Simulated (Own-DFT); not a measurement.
# Energy and forces against displacement in hexagonal WC, 64 atoms (C32W32)

These are calculations, not measurements. They come from Own-DFT, an in-house plane-wave density functional program, since retired, whose code no person has reviewed. Each row is one single-point run on a periodic cell that was not relaxed, without spin or spin-orbit coupling.

Settings of every run: PBE; PseudoDojo norm-conserving scalar-relativistic files; cutoff 50 hartree; 4 x 4 x 4 k mesh centred on Gamma; cold (Marzari-Vanderbilt) smearing of 0.2 eV.

Known limits, some of them of some rows only: some atoms lie very close together; forces on such cells moved up to 12 meV/angstrom on a denser k mesh; stress not checked against mesh or cutoff.

Cell vectors in Å: (5.833, -5.052, -2.839); (0.000, -5.052, 8.518); (-5.833, -5.052, -2.839). In each run every atom was moved at random and independently from its ideal site; u is the rms move along one axis. E is the free energy for each atom above the fitted value at u = 0, and F the rms of the force components.

| run | u (Å) | E (meV/atom) | F (eV/Å) | largest force (eV/Å) | P (GPa) |
|---|---|---|---|---|---|
| 1 | 0.0181 | 13.6 | 0.494 | 1.94 | 3.18 |
| 2 | 0.0194 | 15.7 | 0.524 | 1.73 | 3.25 |
| 3 | 0.0199 | 15.9 | 0.533 | 1.95 | 3.25 |
| 4 | 0.0472 | 92.2 | 1.416 | 5.16 | 6.46 |
| 5 | 0.0502 | 96.4 | 1.380 | 5.13 | 6.54 |
| 6 | 0.0552 | ? | ? | ? | ? |
| 7 | 0.0829 | 271.4 | 2.408 | 7.71 | 13.81 |
| 8 | 0.1055 | 478.9 | 3.927 | 24.60 | 21.93 |
| 9 | 0.1551 | 936.5 | 4.905 | 24.57 | 40.96 |

## Worked fit

For small independent moves the energy grows as E = (3/2) K u², with K the mean stiffness felt by one atom. The runs with u up to 0.11 Å give K = 27.1 ± 0.6 eV/Å², with residuals divided by u² + 0.0006 Å², since the noise grows with the moves. The scatter is 4.5 meV/atom at u = 0.05 Å. The forces follow F = G u with G = 29.4 eV/Å²; no force at u = 0 is resolved. G exceeds K because the moves of its neighbours add to the force on an atom, and stiffness differs between atoms. At u = 0.155 Å the parabola gives 979 meV/atom and the run 936. The pressure follows P = 2.50 + 1716 u² GPa: at fixed volume, shortened bonds push harder than stretched ones pull.

## Withheld run

Question: what energy and rms force should run 6 give?

The fit gives 124 ± 6 meV/atom and about 1.62 eV/Å. The calculation gave 110.7 meV/atom and 1.464 eV/Å.
